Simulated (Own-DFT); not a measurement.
# Strain and stress in wurtzite AlN, 128 atoms (Al64N64)

These are calculations, not measurements. They come from Own-DFT, an in-house plane-wave density functional program, since retired, whose code no person has reviewed. Each row is one single-point run on a periodic cell that was not relaxed, without spin or spin-orbit coupling.

Settings of every run: PBE; PseudoDojo norm-conserving scalar-relativistic files; cutoff 42 hartree; 2 x 2 x 2 k mesh centred on Gamma; Fermi-Dirac smearing of 0.1 eV.

Known limits: forces on such cells passed a denser k mesh, each cell not checked; stress not checked against mesh or cutoff.

Unstrained cell vectors in Å: (12.448, 0.000, 0.000); (-6.224, 10.780, 0.000); (0.000, 0.000, 9.964). The unstrained cell has measured lattice constants (interpolated for alloys), not those of this functional. That, the random moves and any unrelaxed bonds set the pressure at no strain. Each run strains this cell uniformly, with the atoms carried along. Every atom was also moved at random, by a Gaussian of width 0.05 Å on each axis. Strain is the symmetric tensor, in per cent. Stress is positive in tension, and the pressure is minus a third of its trace.

```
run  e_xx (%)  e_yy (%)  e_zz (%)  e_yz (%)  e_xz (%)  e_xy (%)  s_xx (GPa)  s_yy (GPa)  s_zz (GPa)  s_yz (GPa)  s_xz (GPa)  s_xy (GPa)  P (GPa)  E (meV/atom)
  1      0.94     -1.34      0.43     -0.71      1.09      1.08       -2.90      -10.38       -3.11       -1.70        2.82        4.77     5.46           5.0
  2     -0.62     -1.33      1.99     -1.66      0.95     -1.43      -10.33      -10.52        1.22       -4.44        2.61       -5.12     6.54          37.8
  3      0.29      1.24      1.87     -1.35      0.76     -0.36       -2.11        0.62        3.49       -3.54        1.93       -1.84    -0.66          10.0
  4      1.25      0.87     -1.13     -0.34     -0.04      0.20       -0.26       -1.58       -8.52       -1.43       -0.42        0.92     3.46           4.3
  5     -0.21     -0.06     -1.42     -1.36      0.16     -1.82       -7.83       -9.52      -11.98       -4.28        1.17       -6.34     9.78          33.2
  6     -1.35      0.86     -0.94      1.29     -0.52      0.33      -10.35       -4.13      -12.13        3.86       -1.04        0.58     8.87          19.8
  7     -0.53      1.46      1.43      0.81     -1.52      1.76       -5.36       -0.20        0.73        2.02       -4.08        6.50     1.61          25.2
  8      0.88     -0.14      1.72      1.37      0.79      1.58       -1.09       -5.39        2.90        3.16        1.89        5.13     1.19          13.5
  9      1.91     -1.77     -0.93     -0.47      1.96     -0.08        0.59      -12.80      -10.24       -1.78        5.26        1.28     7.48          23.2
 10      1.99      1.80      1.75      2.00      1.26     -0.55        5.63        5.52        3.71        4.41        2.58       -1.88    -4.96           5.9
 11      0.95      0.23      0.97     -1.00     -0.26      1.29       -1.33       -1.41       -0.60       -2.59       -1.11        3.35     1.11           0.0
 12      0.69      0.28     -1.17      0.90      1.11      1.82       -2.98       -5.35      -11.25        1.56        3.38        7.37     6.52          28.1
 13     -1.04      1.91      0.83     -1.23     -1.91     -1.19       -9.16        1.34       -0.67       -3.09       -4.37       -5.11     2.83          31.2
 14      0.59      0.40     -0.42     -1.68     -1.33      0.50       -2.52       -3.92       -7.17       -3.91       -3.47        2.22     4.54          14.3
 15     -0.70      1.98      1.66      0.48     -0.92     -1.04           ?           ?           ?           ?           ?           ?        ?             ?
```

E is the free energy for each atom above the lowest run shown.

## Worked fit

Each stress component was fitted by least squares to a constant and the strains of the runs shown, as fractions, with shears doubled. Shear strains stay in the fit of a normal stress only where such slopes are resolved. The slopes, in GPa:

```
stress,at no strain,per e_xx,per e_yy,per e_zz,scatter
s_xx,-5.9,451 ± 19,116 ± 17,33 ± 14,0.67
s_yy,-6.3,123 ± 27,431 ± 24,89 ± 21,0.96
s_zz,-6.0,82 ± 25,61 ± 22,451 ± 19,0.89
```

Each shear stress against twice its own strain: yz 126 ± 7, xz 136 ± 7, xy 177 ± 11 GPa. These are stiffnesses along x, y and z of the frame in which the cell vectors are given, which need not be the crystal's axes. The atoms are held to the strained lattice; where symmetry lets them move under strain, relaxing them would lower some slopes. The table should be nearly symmetric about its diagonal, and what it lacks of that shows the noise. A ninth of its sum, 204 ± 5 GPa, estimates the bulk modulus near the mean pressure of these runs, 3.8 GPa, so it lies above the value at zero pressure.

## Withheld run

Question: what normal stresses and pressure should run 15 give?

The fit gives s_xx = -6.2, s_yy = 2.8, s_zz = 2.1 and P = 0.4 GPa. The calculation gave -6.50, 3.77, 2.48 and P = 0.08 GPa.
